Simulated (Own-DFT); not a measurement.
## Calculated data, HfO2 (monoclinic hafnia, atoms displaced)

All values are calculated (Own-DFT development build). A calculation, not a measurement: plane-wave density functional theory by an unreviewed code, no spin, of a simulated periodic cell, stress positive in tension, run twice, with PBE and with PBEsol, both on files made for PBE, so the change isn't that of files made for PBEsol, hafnium file: forces about 75 meV/angstrom off all-electron values; oxygen file: force components 24 meV/angstrom off all-electron in one glass; forces on such cells passed a denser k mesh, this cell's mesh not checked; the far tail of each file's local potential was reset to the Coulomb form; each entry is a single point on an unrelaxed cell, so the pressure reflects the starting lattice, mostly measured values (interpolated for alloys), from which strain is counted, and rises with the displacements; printed positions are rounded, which can move forces by about a meV/angstrom; the program, named Own-DFT, is a retired in-house code; no spin-orbit coupling; stress was not checked against mesh or cutoff.

Settings shared by all entries: functional PBE, then PBEsol; potential files PseudoDojo norm-conserving, scalar-relativistic, standard set; wave cutoff 72 hartree; occupations Fermi-Dirac; smearing width 0.1 eV; k mesh 2 x 2 x 2 centred on Gamma.

(1) HfO2 (monoclinic hafnia, atoms displaced)

```cif
# cell vector a (Å): 10.2340 0.0000 0.0000
# cell vector b (Å): 0.0000 10.3500 0.0000
# cell vector c (Å): -1.6955 0.0000 10.4453
data_HfO2
_symmetry_space_group_name_H-M 'P 1'
_symmetry_Int_Tables_number 1
_cell_length_a 10.2340
_cell_length_b 10.3500
_cell_length_c 10.5820
_cell_angle_alpha 90.000
_cell_angle_beta 99.220
_cell_angle_gamma 90.000
_cell_volume 1106.39
loop_
_atom_site_label
_atom_site_type_symbol
_atom_site_fract_x
_atom_site_fract_y
_atom_site_fract_z
_atom_site_occupancy
Hf1 Hf 0.14096 0.02163 0.11370 1
Hf2 Hf 0.36254 0.26280 0.13809 1
Hf3 Hf 0.36905 0.48688 0.38396 1
Hf4 Hf 0.14483 0.23317 0.34898 1
O1 O 0.04222 0.16430 0.17400 1
O2 O 0.46568 0.41467 0.07871 1
O3 O 0.46300 0.32695 0.32596 1
O4 O 0.03990 0.08137 0.43434 1
O5 O 0.21440 0.38249 0.24017 1
O6 O 0.27312 0.12300 0.00560 1
O7 O 0.27354 0.12216 0.25670 1
O8 O 0.22672 0.36858 0.49096 1
Hf5 Hf 0.13844 0.02048 0.60530 1
Hf6 Hf 0.35813 0.27275 0.64811 1
Hf7 Hf 0.35230 0.47095 0.89412 1
Hf8 Hf 0.14552 0.23101 0.85784 1
O9 O 0.03280 0.16352 0.66852 1
O10 O 0.46433 0.41982 0.57411 1
O11 O 0.45907 0.33934 0.83426 1
O12 O 0.03816 0.08002 0.92563 1
O13 O 0.22957 0.38808 0.74592 1
O14 O 0.27645 0.12807 0.51381 1
O15 O 0.28309 0.12097 0.76998 1
O16 O 0.22116 0.37005 0.98473 1
Hf9 Hf 0.14015 0.52447 0.10245 1
Hf10 Hf 0.36270 0.76003 0.13829 1
Hf11 Hf 0.36307 0.98762 0.39719 1
Hf12 Hf 0.13398 0.73470 0.35192 1
O17 O 0.03991 0.66304 0.17392 1
O18 O 0.46223 0.91543 0.07284 1
O19 O 0.47165 0.83087 0.32292 1
O20 O 0.03588 0.58855 0.42708 1
O21 O 0.22327 0.87509 0.22960 1
O22 O 0.27324 0.63052 0.00777 1
O23 O 0.27581 0.62628 0.26001 1
O24 O 0.22055 0.87144 0.48684 1
Hf13 Hf 0.13571 0.52233 0.60500 1
Hf14 Hf 0.36269 0.77243 0.64444 1
Hf15 Hf 0.35828 0.98230 0.89349 1
Hf16 Hf 0.13478 0.71963 0.85306 1
O25 O 0.04071 0.67348 0.67674 1
O26 O 0.46711 0.91823 0.58162 1
O27 O 0.45974 0.83932 0.82852 1
O28 O 0.03050 0.59036 0.92032 1
O29 O 0.23015 0.87947 0.74289 1
O30 O 0.27297 0.62818 0.51280 1
O31 O 0.27700 0.62602 0.76132 1
O32 O 0.22954 0.86869 0.98486 1
Hf17 Hf 0.63828 0.02274 0.10463 1
Hf18 Hf 0.86279 0.26620 0.14361 1
Hf19 Hf 0.85681 0.48229 0.39821 1
Hf20 Hf 0.65203 0.23152 0.34891 1
O33 O 0.54081 0.16333 0.17637 1
O34 O 0.96421 0.41141 0.07271 1
O35 O 0.96289 0.33121 0.33151 1
O36 O 0.53164 0.08008 0.42440 1
O37 O 0.72982 0.38052 0.23719 1
O38 O 0.77080 0.13330 0.99562 1
O39 O 0.78285 0.11846 0.26835 1
O40 O 0.72708 0.36489 0.49128 1
Hf21 Hf 0.63608 0.01262 0.60294 1
Hf22 Hf 0.86071 0.27476 0.64368 1
Hf23 Hf 0.86195 0.48508 0.88961 1
Hf24 Hf 0.64651 0.23764 0.86006 1
O41 O 0.53746 0.17030 0.67106 1
O42 O 0.97303 0.41087 0.58088 1
O43 O 0.97099 0.33309 0.82279 1
O44 O 0.53717 0.09275 0.92302 1
O45 O 0.72314 0.37986 0.74658 1
O46 O 0.76845 0.12819 0.50586 1
O47 O 0.77948 0.12779 0.76284 1
O48 O 0.72506 0.36877 0.99436 1
Hf25 Hf 0.63634 0.51791 0.10831 1
Hf26 Hf 0.85847 0.76802 0.14533 1
Hf27 Hf 0.86048 0.97913 0.39525 1
Hf28 Hf 0.63360 0.73233 0.35432 1
O49 O 0.53584 0.66703 0.16850 1
O50 O 0.95966 0.91430 0.06864 1
O51 O 0.96394 0.82578 0.32261 1
O52 O 0.53634 0.58531 0.42198 1
O53 O 0.72660 0.88659 0.23933 1
O54 O 0.77641 0.63385 0.01107 1
O55 O 0.77050 0.62729 0.25845 1
O56 O 0.72253 0.86737 0.48877 1
Hf29 Hf 0.64040 0.52376 0.59801 1
Hf30 Hf 0.85822 0.76775 0.64505 1
Hf31 Hf 0.85911 0.98512 0.89388 1
Hf32 Hf 0.62969 0.72514 0.86178 1
O57 O 0.54314 0.66610 0.67077 1
O58 O 0.97105 0.92122 0.57273 1
O59 O 0.95476 0.83983 0.82663 1
O60 O 0.54023 0.58562 0.93050 1
O61 O 0.73231 0.87779 0.74265 1
O62 O 0.77464 0.62807 0.50328 1
O63 O 0.77375 0.62188 0.76230 1
O64 O 0.71642 0.87634 0.99356 1
```

- PBE pressure: 5.24 GPa
- PBE stress xx: -4.57 GPa
- PBE stress yy: -5.47 GPa
- PBE stress zz: -5.68 GPa
- PBE stress yz: -0.19 GPa
- PBE stress xz: -0.3 GPa
- PBE stress xy: 0.27 GPa
- PBEsol pressure: -1.23 GPa
- PBEsol stress xx: 1.89 GPa
- PBEsol stress yy: 0.98 GPa
- PBEsol stress zz: 0.81 GPa
- PBEsol stress yz: -0.19 GPa
- PBEsol stress xz: 0.07 GPa
- PBEsol stress xy: 0.25 GPa
- rms change of force components from PBE to PBEsol: 0.046 eV/Å

Force:
| force element | PBE force x (eV/Å) | PBE force y (eV/Å) | PBE force z (eV/Å) | PBEsol force x (eV/Å) | PBEsol force y (eV/Å) | PBEsol force z (eV/Å) |
| --- | --- | --- | --- | --- | --- | --- |
| Hf | -0.632 | -2.198 | -3.41 | -0.603 | -2.091 | -3.36 |
| Hf | 0.722 | 0.665 | 1.276 | 0.716 | 0.69 | 1.277 |
| Hf | -1.608 | -2.01 | 2.244 | -1.565 | -2.009 | 2.236 |
| Hf | -1.785 | 0.147 | 2.306 | -1.73 | 0.12 | 2.223 |
| O | -1.702 | 0.965 | 0.099 | -1.635 | 0.956 | 0.145 |
| O | -0.791 | -0.506 | 0.303 | -0.776 | -0.494 | 0.244 |
| O | 0.115 | 0.475 | -0.421 | 0.103 | 0.47 | -0.472 |
| O | -0.195 | 0.897 | -2.731 | -0.188 | 0.839 | -2.602 |
| O | 1.193 | -0.013 | -0.889 | 1.207 | -0.025 | -0.867 |
| O | 0.264 | 1.267 | 1.682 | 0.199 | 1.242 | 1.639 |
| O | 1.081 | 0.026 | 0.459 | 0.987 | 0.035 | 0.443 |
| O | -0.086 | 0.393 | -0.146 | -0.034 | 0.371 | -0.136 |
| Hf | 0.051 | -0.027 | 0.767 | 0.022 | 0.019 | 0.691 |
| Hf | 2.035 | -0.169 | -0.551 | 1.989 | -0.124 | -0.522 |
| Hf | 1.953 | 2.817 | 0.345 | 1.88 | 2.672 | 0.335 |
| Hf | -2.432 | -2.134 | -1.472 | -2.362 | -2.122 | -1.442 |
| O | 0.246 | 0.708 | 0.876 | 0.25 | 0.7 | 0.882 |
| O | 0.388 | 0.141 | 0.047 | 0.38 | 0.159 | -0.007 |
| O | 1.371 | -1.13 | -0.59 | 1.297 | -1.098 | -0.611 |
| O | 0.441 | 1.081 | -0.208 | 0.437 | 1.044 | -0.153 |
| O | -1.188 | -1.068 | -1.143 | -1.091 | -1.049 | -1.091 |
| O | 0.657 | 0.069 | -0.507 | 0.59 | 0.055 | -0.504 |
| O | -0.72 | 1.716 | -1.73 | -0.76 | 1.683 | -1.663 |
| O | 0.073 | 0.094 | 1.354 | 0.147 | 0.087 | 1.285 |
| Hf | -1.362 | -0.727 | 0.606 | -1.33 | -0.657 | 0.587 |
| Hf | -0.101 | 3.235 | 0.201 | -0.112 | 3.203 | 0.214 |
| Hf | 0.109 | -1.468 | -0.002 | 0.118 | -1.438 | 0.047 |
| Hf | 1.039 | -0.633 | 0.731 | 1.004 | -0.659 | 0.689 |
| O | -0.871 | 0.076 | -0.62 | -0.822 | 0.087 | -0.565 |
| O | 0.801 | 0.317 | 0.91 | 0.779 | 0.322 | 0.836 |
| O | -1.831 | 1.183 | 0.415 | -1.759 | 1.11 | 0.364 |
| O | -1.171 | -0.711 | -0.206 | -1.131 | -0.707 | -0.148 |
| O | 0.218 | 0.093 | 1.207 | 0.249 | 0.094 | 1.164 |
| O | -0.144 | -1.498 | -0.01 | -0.213 | -1.461 | 0.002 |
| O | 0.582 | -0.53 | -0.367 | 0.523 | -0.517 | -0.374 |
| O | 0.862 | 0.146 | 0.024 | 0.891 | 0.146 | 0.028 |
| Hf | 1.28 | 0.464 | -0.716 | 1.257 | 0.51 | -0.728 |
| Hf | -0.632 | -0.258 | 0.494 | -0.643 | -0.198 | 0.518 |
| Hf | 0.823 | -1.274 | 0.83 | 0.777 | -1.301 | 0.824 |
| Hf | 0.953 | 4.476 | 0.095 | 0.95 | 4.318 | 0.065 |
| O | -1.069 | -0.692 | -1.137 | -1.032 | -0.672 | -1.041 |
| O | -0.828 | -0.526 | -0.631 | -0.804 | -0.496 | -0.661 |
| O | 1.787 | -1.584 | -0.497 | 1.728 | -1.566 | -0.526 |
| O | -0.584 | -1.499 | 0.807 | -0.553 | -1.478 | 0.818 |
| O | -0.545 | 0.057 | -1.172 | -0.446 | 0.057 | -1.147 |
| O | 0.654 | 0.123 | -0.418 | 0.573 | 0.123 | -0.397 |
| O | 0.229 | -0.811 | 0.25 | 0.137 | -0.791 | 0.246 |
| O | -0.789 | -0.444 | 0.221 | -0.687 | -0.436 | 0.212 |
| Hf | -0.553 | -1.5 | -1.738 | -0.542 | -1.446 | -1.732 |
| Hf | 1.208 | 0.885 | -0.134 | 1.174 | 0.942 | -0.112 |
| Hf | 2.379 | -0.162 | -0.67 | 2.313 | -0.2 | -0.626 |
| Hf | -2.563 | -0.895 | 1.356 | -2.474 | -0.921 | 1.309 |
| O | -0.894 | 0.92 | -0.154 | -0.86 | 0.916 | -0.114 |
| O | 0.482 | 0.371 | 0.112 | 0.454 | 0.371 | 0.071 |
| O | 0.059 | 0.001 | -0.388 | 0.051 | -0.012 | -0.436 |
| O | 0.786 | 0.671 | -0.736 | 0.748 | 0.605 | -0.662 |
| O | -0.478 | -0.438 | 0.769 | -0.417 | -0.449 | 0.757 |
| O | 0.796 | 0.011 | 3.101 | 0.709 | 0.019 | 3.008 |
| O | 0.244 | 1.138 | -1.897 | 0.161 | 1.125 | -1.832 |
| O | 0.011 | 1.366 | -0.32 | 0.089 | 1.338 | -0.32 |
| Hf | 0.32 | 2.269 | 1.201 | 0.296 | 2.258 | 1.131 |
| Hf | 0.52 | -2.217 | 1.239 | 0.519 | -2.124 | 1.242 |
| Hf | -0.198 | -1.596 | 1.224 | -0.203 | -1.602 | 1.214 |
| Hf | -1.811 | -1.501 | -2.058 | -1.726 | -1.529 | -2.005 |
| O | -0.361 | 0.075 | 0.057 | -0.36 | 0.079 | 0.097 |
| O | -0.804 | 0.902 | -0.767 | -0.8 | 0.894 | -0.786 |
| O | -0.694 | 1.072 | 0.401 | -0.688 | 1.031 | 0.339 |
| O | -0.682 | -0.364 | 0.362 | -0.642 | -0.365 | 0.404 |
| O | 0.54 | 0.947 | -1.147 | 0.599 | 0.908 | -1.106 |
| O | 0.571 | -0.19 | 0.175 | 0.503 | -0.184 | 0.136 |
| O | -0.065 | -0.042 | -0.821 | -0.117 | -0.027 | -0.77 |
| O | 0.12 | 1.184 | 0.282 | 0.17 | 1.138 | 0.268 |
| Hf | 0.642 | 0.719 | -1.118 | 0.622 | 0.757 | -1.126 |
| Hf | 0.546 | 1.405 | -0.768 | 0.515 | 1.424 | -0.725 |
| Hf | 1.494 | -0.439 | 1.241 | 1.447 | -0.455 | 1.239 |
| Hf | 1.014 | 0.578 | -0.974 | 0.984 | 0.526 | -0.976 |
| O | 0.09 | -0.476 | 0.263 | 0.089 | -0.457 | 0.297 |
| O | 0.395 | -0.047 | 1.608 | 0.365 | -0.028 | 1.527 |
| O | -0.896 | 1.283 | 0.481 | -0.867 | 1.219 | 0.419 |
| O | 0.315 | -0.041 | -0.419 | 0.313 | -0.053 | -0.362 |
| O | -0.132 | -0.828 | 0.402 | -0.062 | -0.809 | 0.391 |
| O | 0.154 | -1.041 | -0.145 | 0.087 | -1.011 | -0.141 |
| O | 0.345 | -1.12 | 0.46 | 0.274 | -1.09 | 0.446 |
| O | 0.34 | 0.209 | 0.316 | 0.385 | 0.209 | 0.306 |
| Hf | -1.631 | -1.145 | 1.703 | -1.615 | -1.057 | 1.64 |
| Hf | 1.072 | 1.895 | 1.161 | 1.025 | 1.908 | 1.187 |
| Hf | 0.542 | -0.778 | -0.034 | 0.535 | -0.809 | -0.016 |
| Hf | 0.902 | 2.143 | -0.893 | 0.886 | 2.039 | -0.889 |
| O | -0.952 | 0.681 | 0.176 | -0.911 | 0.665 | 0.219 |
| O | -2.127 | -2.104 | 0.429 | -2.074 | -2.018 | 0.36 |
| O | 2.054 | -1.787 | -0.635 | 1.971 | -1.757 | -0.671 |
| O | -1.572 | -1.238 | -0.281 | -1.491 | -1.198 | -0.219 |
| O | -1.394 | 0.359 | -1.105 | -1.279 | 0.353 | -1.101 |
| O | 0.244 | -0.236 | 0.946 | 0.169 | -0.25 | 0.919 |
| O | 0.592 | 0.051 | -0.72 | 0.532 | 0.051 | -0.699 |
| O | 0.175 | -0.669 | -0.517 | 0.224 | -0.649 | -0.494 |

(2) HfO2 (monoclinic hafnia, atoms displaced)

```cif
# cell vector a (Å): 10.2340 0.0000 0.0000
# cell vector b (Å): 0.0000 10.3500 0.0000
# cell vector c (Å): -1.6955 0.0000 10.4453
data_HfO2
_symmetry_space_group_name_H-M 'P 1'
_symmetry_Int_Tables_number 1
_cell_length_a 10.2340
_cell_length_b 10.3500
_cell_length_c 10.5820
_cell_angle_alpha 90.000
_cell_angle_beta 99.220
_cell_angle_gamma 90.000
_cell_volume 1106.39
loop_
_atom_site_label
_atom_site_type_symbol
_atom_site_fract_x
_atom_site_fract_y
_atom_site_fract_z
_atom_site_occupancy
Hf1 Hf 0.14950 0.01705 0.10625 1
Hf2 Hf 0.36221 0.26856 0.13979 1
Hf3 Hf 0.36766 0.48052 0.39552 1
Hf4 Hf 0.13699 0.22498 0.35735 1
O1 O 0.02877 0.17137 0.17307 1
O2 O 0.47048 0.40872 0.07394 1
O3 O 0.46369 0.33287 0.32338 1
O4 O 0.03844 0.09083 0.41633 1
O5 O 0.21979 0.38210 0.24203 1
O6 O 0.27644 0.12258 0.00842 1
O7 O 0.27161 0.12338 0.25506 1
O8 O 0.22599 0.37072 0.48012 1
Hf5 Hf 0.13507 0.02761 0.60171 1
Hf6 Hf 0.35939 0.26998 0.64497 1
Hf7 Hf 0.36177 0.47775 0.89128 1
Hf8 Hf 0.14931 0.22244 0.85364 1
O9 O 0.04276 0.17138 0.67626 1
O10 O 0.46416 0.41586 0.58057 1
O11 O 0.46216 0.33671 0.83000 1
O12 O 0.04201 0.07866 0.92462 1
O13 O 0.23180 0.37313 0.73742 1
O14 O 0.27363 0.12286 0.51517 1
O15 O 0.27866 0.12803 0.76843 1
O16 O 0.23014 0.37433 0.98234 1
Hf9 Hf 0.13430 0.51620 0.10604 1
Hf10 Hf 0.37028 0.77586 0.15095 1
Hf11 Hf 0.36199 0.97240 0.39299 1
Hf12 Hf 0.14095 0.73354 0.35275 1
O17 O 0.03907 0.66964 0.16628 1
O18 O 0.45659 0.91634 0.07422 1
O19 O 0.45673 0.83481 0.33070 1
O20 O 0.03498 0.57445 0.41644 1
O21 O 0.21158 0.88046 0.24501 1
O22 O 0.26845 0.62300 0.00622 1
O23 O 0.27346 0.62136 0.26241 1
O24 O 0.22139 0.86920 0.48893 1
Hf13 Hf 0.13388 0.51976 0.59921 1
Hf14 Hf 0.36554 0.76029 0.65194 1
Hf15 Hf 0.36846 0.98641 0.90649 1
Hf16 Hf 0.13943 0.72038 0.85380 1
O25 O 0.03794 0.67344 0.66790 1
O26 O 0.46009 0.91432 0.56761 1
O27 O 0.46621 0.83697 0.82860 1
O28 O 0.03137 0.58737 0.91997 1
O29 O 0.22678 0.88074 0.74767 1
O30 O 0.27110 0.62098 0.50556 1
O31 O 0.27206 0.62334 0.76072 1
O32 O 0.23424 0.87638 0.99139 1
Hf17 Hf 0.63465 0.02067 0.09906 1
Hf18 Hf 0.86575 0.27127 0.15322 1
Hf19 Hf 0.85548 0.47945 0.39942 1
Hf20 Hf 0.63560 0.22886 0.35435 1
O33 O 0.54421 0.16615 0.17856 1
O34 O 0.95876 0.41357 0.07849 1
O35 O 0.96751 0.33409 0.32658 1
O36 O 0.53535 0.08988 0.41381 1
O37 O 0.72459 0.37710 0.23434 1
O38 O 0.78550 0.12754 0.00939 1
O39 O 0.78333 0.12575 0.27371 1
O40 O 0.72922 0.36843 0.48954 1
Hf21 Hf 0.63677 0.01624 0.60325 1
Hf22 Hf 0.85869 0.27106 0.65144 1
Hf23 Hf 0.86300 0.47561 0.88953 1
Hf24 Hf 0.64647 0.23174 0.85503 1
O41 O 0.54325 0.16551 0.67584 1
O42 O 0.96334 0.40931 0.57243 1
O43 O 0.96486 0.34432 0.83603 1
O44 O 0.52746 0.08884 0.91757 1
O45 O 0.72345 0.37099 0.74067 1
O46 O 0.77997 0.13453 0.51343 1
O47 O 0.78071 0.12354 0.76144 1
O48 O 0.72076 0.37419 0.99577 1
Hf25 Hf 0.63504 0.52075 0.10499 1
Hf26 Hf 0.85488 0.76910 0.15089 1
Hf27 Hf 0.86088 0.97488 0.39348 1
Hf28 Hf 0.64102 0.73106 0.34863 1
O49 O 0.53842 0.66468 0.16847 1
O50 O 0.95884 0.92058 0.08248 1
O51 O 0.95556 0.83426 0.32555 1
O52 O 0.53717 0.58136 0.42846 1
O53 O 0.72841 0.87601 0.24306 1
O54 O 0.77881 0.62671 0.00235 1
O55 O 0.77252 0.61929 0.25778 1
O56 O 0.72248 0.88102 0.49127 1
Hf29 Hf 0.63032 0.52424 0.60645 1
Hf30 Hf 0.86387 0.76861 0.64050 1
Hf31 Hf 0.85856 0.98443 0.89810 1
Hf32 Hf 0.64804 0.72573 0.85195 1
O57 O 0.53777 0.66374 0.66953 1
O58 O 0.96979 0.91416 0.58348 1
O59 O 0.96022 0.83500 0.82491 1
O60 O 0.52807 0.58233 0.91799 1
O61 O 0.72139 0.88231 0.74233 1
O62 O 0.77111 0.63314 0.51174 1
O63 O 0.77010 0.62384 0.75875 1
O64 O 0.72549 0.87026 0.99708 1
```

- PBE pressure: 5.96 GPa
- PBE stress xx: -6.65 GPa
- PBE stress yy: -6.14 GPa
- PBE stress zz: -5.1 GPa
- PBE stress yz: -0.57 GPa
- PBE stress xz: 0.98 GPa
- PBE stress xy: 0.34 GPa
- PBEsol pressure: -0.51 GPa
- PBEsol stress xx: -0.15 GPa
- PBEsol stress yy: 0.3 GPa
- PBEsol stress zz: 1.37 GPa
- PBEsol stress yz: -0.57 GPa
- PBEsol stress xz: 1.25 GPa
- PBEsol stress xy: 0.35 GPa
- rms change of force components from PBE to PBEsol: 0.052 eV/Å

Force:
| force element | PBE force x (eV/Å) | PBE force y (eV/Å) | PBE force z (eV/Å) | PBEsol force x (eV/Å) | PBEsol force y (eV/Å) | PBEsol force z (eV/Å) |
| --- | --- | --- | --- | --- | --- | --- |
| Hf | -3.648 | 0.377 | -0.822 | -3.534 | 0.402 | -0.828 |
| Hf | -0.121 | 1.085 | 1.151 | -0.108 | 1.109 | 1.152 |
| Hf | -1.83 | -0.935 | -0.78 | -1.812 | -0.955 | -0.732 |
| Hf | 0.828 | 2.38 | -1.881 | 0.794 | 2.293 | -1.87 |
| O | 2.154 | -1.612 | -0.157 | 2.088 | -1.542 | -0.08 |
| O | -0.39 | 0.225 | 0.375 | -0.386 | 0.234 | 0.328 |
| O | -0.201 | 0.347 | -0.107 | -0.202 | 0.321 | -0.153 |
| O | -2.212 | -2.888 | 1.574 | -2.139 | -2.815 | 1.583 |
| O | 1.042 | -0.384 | -1.176 | 1.071 | -0.364 | -1.155 |
| O | 0.614 | 1.533 | 1.033 | 0.546 | 1.477 | 0.997 |
| O | 0.831 | -0.582 | 0.317 | 0.743 | -0.572 | 0.285 |
| O | 0.051 | -0.213 | 1.497 | 0.103 | -0.204 | 1.454 |
| Hf | 0.413 | -1.914 | 1.311 | 0.406 | -1.815 | 1.253 |
| Hf | 1.049 | -0.459 | 0.105 | 0.996 | -0.389 | 0.146 |
| Hf | -0.155 | 0.428 | 0.522 | -0.15 | 0.357 | 0.53 |
| Hf | -2.3 | 1.152 | 0.8 | -2.196 | 1.062 | 0.751 |
| O | -0.935 | 0.252 | -0.242 | -0.884 | 0.241 | -0.183 |
| O | 0.146 | 0.109 | -0.133 | 0.139 | 0.131 | -0.177 |
| O | 1.623 | -1.447 | -0.709 | 1.557 | -1.414 | -0.735 |
| O | -0.222 | 0.421 | -0.357 | -0.2 | 0.402 | -0.298 |
| O | -1.225 | 1.235 | -0.773 | -1.115 | 1.181 | -0.744 |
| O | 0.873 | 0.694 | -0.223 | 0.768 | 0.683 | -0.206 |
| O | 1.018 | -0.854 | -1.021 | 0.92 | -0.796 | -0.979 |
| O | -0.794 | -1.322 | 0.897 | -0.7 | -1.297 | 0.866 |
| Hf | -0.248 | 0.544 | -0.228 | -0.238 | 0.595 | -0.238 |
| Hf | -2.806 | -2.533 | -1.6 | -2.73 | -2.416 | -1.537 |
| Hf | -1.62 | 2.933 | 1.604 | -1.589 | 2.794 | 1.606 |
| Hf | -1.198 | -1.654 | 0.073 | -1.127 | -1.655 | 0.041 |
| O | -0.866 | 0.381 | 0.622 | -0.833 | 0.361 | 0.666 |
| O | 2.933 | 0.917 | 2.106 | 2.849 | 0.914 | 2.003 |
| O | 2.384 | -2.054 | -1.259 | 2.305 | -2.003 | -1.295 |
| O | -0.276 | 0.965 | 0.311 | -0.267 | 0.916 | 0.387 |
| O | 1.494 | -0.17 | -0.383 | 1.516 | -0.17 | -0.36 |
| O | 0.801 | 0.89 | 1.062 | 0.705 | 0.851 | 1.004 |
| O | 0.894 | 0.521 | -0.145 | 0.798 | 0.514 | -0.12 |
| O | 0.142 | -0.239 | 0.117 | 0.206 | -0.232 | 0.076 |
| Hf | -0.037 | -0.603 | -0.511 | -0.031 | -0.534 | -0.557 |
| Hf | -1.415 | 2.627 | 0.091 | -1.386 | 2.606 | 0.136 |
| Hf | -1.97 | -2.281 | -4.577 | -1.943 | -2.269 | -4.44 |
| Hf | -0.69 | 2.973 | 0.588 | -0.662 | 2.841 | 0.542 |
| O | -0.005 | -1.147 | -0.399 | -0.004 | -1.109 | -0.33 |
| O | 0.619 | -0.344 | 0.845 | 0.603 | -0.311 | 0.757 |
| O | 0.953 | -0.889 | -0.405 | 0.912 | -0.894 | -0.449 |
| O | -0.588 | -0.917 | -0.043 | -0.558 | -0.912 | -0.009 |
| O | 0.184 | 0.324 | -1.112 | 0.234 | 0.299 | -1.08 |
| O | 0.519 | 0.935 | 0.948 | 0.441 | 0.896 | 0.919 |
| O | 0.677 | -0.906 | -0.804 | 0.606 | -0.866 | -0.782 |
| O | -1.414 | -1.368 | 1.079 | -1.313 | -1.295 | 1.085 |
| Hf | 1.289 | 0.657 | 0.443 | 1.256 | 0.68 | 0.397 |
| Hf | -0.497 | 0.051 | -0.668 | -0.462 | 0.103 | -0.618 |
| Hf | 1.481 | -1.339 | -1.047 | 1.456 | -1.37 | -0.996 |
| Hf | 1.642 | 0.838 | 0.694 | 1.608 | 0.753 | 0.651 |
| O | -0.945 | -0.551 | -1.863 | -0.913 | -0.523 | -1.773 |
| O | 1.131 | 1.231 | -0.552 | 1.102 | 1.208 | -0.583 |
| O | -0.707 | 0.798 | 0.805 | -0.702 | 0.746 | 0.732 |
| O | -1.355 | -1.975 | 1.159 | -1.302 | -1.93 | 1.162 |
| O | -0.716 | 0.922 | 1.267 | -0.639 | 0.904 | 1.232 |
| O | -1.899 | 0.188 | 0.263 | -1.907 | 0.157 | 0.233 |
| O | -0.424 | -1.095 | -1.2 | -0.464 | -1.066 | -1.149 |
| O | -0.995 | 0.693 | 0.398 | -0.887 | 0.674 | 0.384 |
| Hf | -0.151 | 1.288 | 0.112 | -0.13 | 1.292 | 0.09 |
| Hf | 0.881 | -0.605 | -1.157 | 0.821 | -0.553 | -1.132 |
| Hf | -1.416 | 1.782 | 2.48 | -1.38 | 1.696 | 2.461 |
| Hf | -1.248 | 0.452 | 0.426 | -1.192 | 0.412 | 0.375 |
| O | -0.939 | 0.269 | -0.348 | -0.895 | 0.271 | -0.283 |
| O | 0.631 | 0.778 | 0.746 | 0.602 | 0.783 | 0.674 |
| O | 2.259 | -2.864 | -1.662 | 2.157 | -2.782 | -1.664 |
| O | 2.358 | 0.653 | 1.612 | 2.297 | 0.609 | 1.635 |
| O | -0.425 | 1.376 | -0.285 | -0.348 | 1.31 | -0.264 |
| O | -0.444 | -0.877 | 0.445 | -0.501 | -0.846 | 0.439 |
| O | 0.035 | -0.228 | 0.253 | -0.032 | -0.2 | 0.261 |
| O | 0.15 | -0.654 | -1.469 | 0.198 | -0.633 | -1.439 |
| Hf | 1.494 | -2.036 | -1.874 | 1.472 | -1.981 | -1.86 |
| Hf | 2.866 | -0.083 | -2.489 | 2.788 | -0.008 | -2.41 |
| Hf | 0.314 | 2.431 | 1.126 | 0.277 | 2.329 | 1.099 |
| Hf | -0.355 | -0.41 | 1.582 | -0.308 | -0.447 | 1.512 |
| O | -1.44 | 1.844 | 1.055 | -1.395 | 1.824 | 1.089 |
| O | 0.626 | -0.101 | 0.154 | 0.592 | -0.093 | 0.101 |
| O | 1.569 | -1.184 | 0.668 | 1.505 | -1.149 | 0.591 |
| O | 0.623 | 1.188 | -1.163 | 0.608 | 1.132 | -1.067 |
| O | -2.118 | 0.739 | -0.213 | -1.994 | 0.686 | -0.191 |
| O | -0.884 | 0.615 | 1.073 | -0.933 | 0.606 | 1.035 |
| O | -0.176 | 0.333 | 0.631 | -0.248 | 0.354 | 0.617 |
| O | 0.086 | -1.48 | -0.981 | 0.15 | -1.431 | -0.961 |
| Hf | 1.691 | -2.101 | -0.41 | 1.631 | -1.986 | -0.44 |
| Hf | 0.283 | 1.501 | 1.973 | 0.297 | 1.521 | 1.96 |
| Hf | 2.191 | -1.442 | 0.347 | 2.132 | -1.441 | 0.372 |
| Hf | -1.761 | 1.087 | 1.528 | -1.694 | 1.011 | 1.47 |
| O | -1.213 | 1.31 | 0.677 | -1.178 | 1.277 | 0.706 |
| O | -0.319 | 0.601 | -1.419 | -0.323 | 0.582 | -1.432 |
| O | 0.183 | -0.487 | 0.158 | 0.159 | -0.494 | 0.092 |
| O | 1.357 | 1.009 | 0.233 | 1.331 | 0.956 | 0.274 |
| O | -0.221 | -0.319 | -0.349 | -0.165 | -0.317 | -0.343 |
| O | 0.209 | -0.187 | -0.897 | 0.146 | -0.181 | -0.88 |
| O | 1.122 | -1.07 | -0.84 | 1.017 | -1.032 | -0.812 |
| O | -0.898 | -0.079 | -0.601 | -0.81 | -0.065 | -0.575 |
